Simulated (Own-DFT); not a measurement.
# Biaxial strain at fixed height in diamond-structure SiGeSn with randomly placed atoms, 64 atoms (Ge48Si8Sn8)

No measurement is shown. These are fixed-geometry runs of a retired plane-wave code named Own-DFT, which no person has reviewed; spin and spin-orbit coupling are neglected.

Common settings: PBE; PseudoDojo norm-conserving scalar-relativistic files; cutoff 49 hartree; 3 x 3 x 3 k mesh centred on Gamma; Fermi-Dirac smearing of 0.1 eV.

Caveats: forces on such cells moved up to 12 meV/angstrom on a denser k mesh; stress not checked against mesh or cutoff.

Unstrained cell vectors in Å: (11.467, 0.000, 0.000); (0.000, 11.467, 0.000); (0.000, 0.000, 11.467). The unstrained cell has measured lattice constants (interpolated for alloys), not those of this functional. That, the random moves and any unrelaxed bonds set the pressure at no strain. Each run strains x and y alike by e, as a substrate would, and holds the height along z. Each atom got a random Gaussian move of width 0.05 Å along each axis. The random placing of the alloy's atoms differs from row to row. Stress is positive in tension.

```
e (%)  u (Å)  (s_xx + s_yy)/2 (GPa)  s_zz (GPa)
-3.00  0.052                 -11.02       -9.00
-2.75  0.053                 -10.86       -8.97
-2.50  0.051                      ?           ?
-2.00  0.050                  -8.96       -7.59
-1.50  0.048                  -7.74       -6.95
-1.00  0.051                  -6.90       -6.33
-0.75  0.052                  -6.39       -5.87
 2.00  0.047                  -1.57       -2.85
 2.50  0.044                  -1.03       -2.50
 3.00  0.053                  -0.31       -1.85
```

## Analysis

With e as a fraction, the in-plane stress is -4.9 + 182 e - 908 e² GPa (errors 2 and 157, scatter 0.14), and s_zz is -5.0 + 120 e - 579 e² GPa (slope ± 2, scatter 0.13). At e = 0 the first slope is C11 + C12 and the second 2 C12, both with the ions held to the strained lattice and at the cell's own pressure. The term in e² is negative: the layer stiffens under compression and softens under tension. A free layer would change its height as e changes, and the in-plane slope would drop by 2 C12²/C11 to the biaxial modulus. At fixed height, a misfit of 1 % moves the in-plane stress by about 1.8 GPa and s_zz by 1.2 GPa.

## The run left out

Question: what are the two stresses at e = -2.50 %?

Estimate: -10.1 and -8.4 GPa. The calculation gave -10.01 and -8.24 GPa.
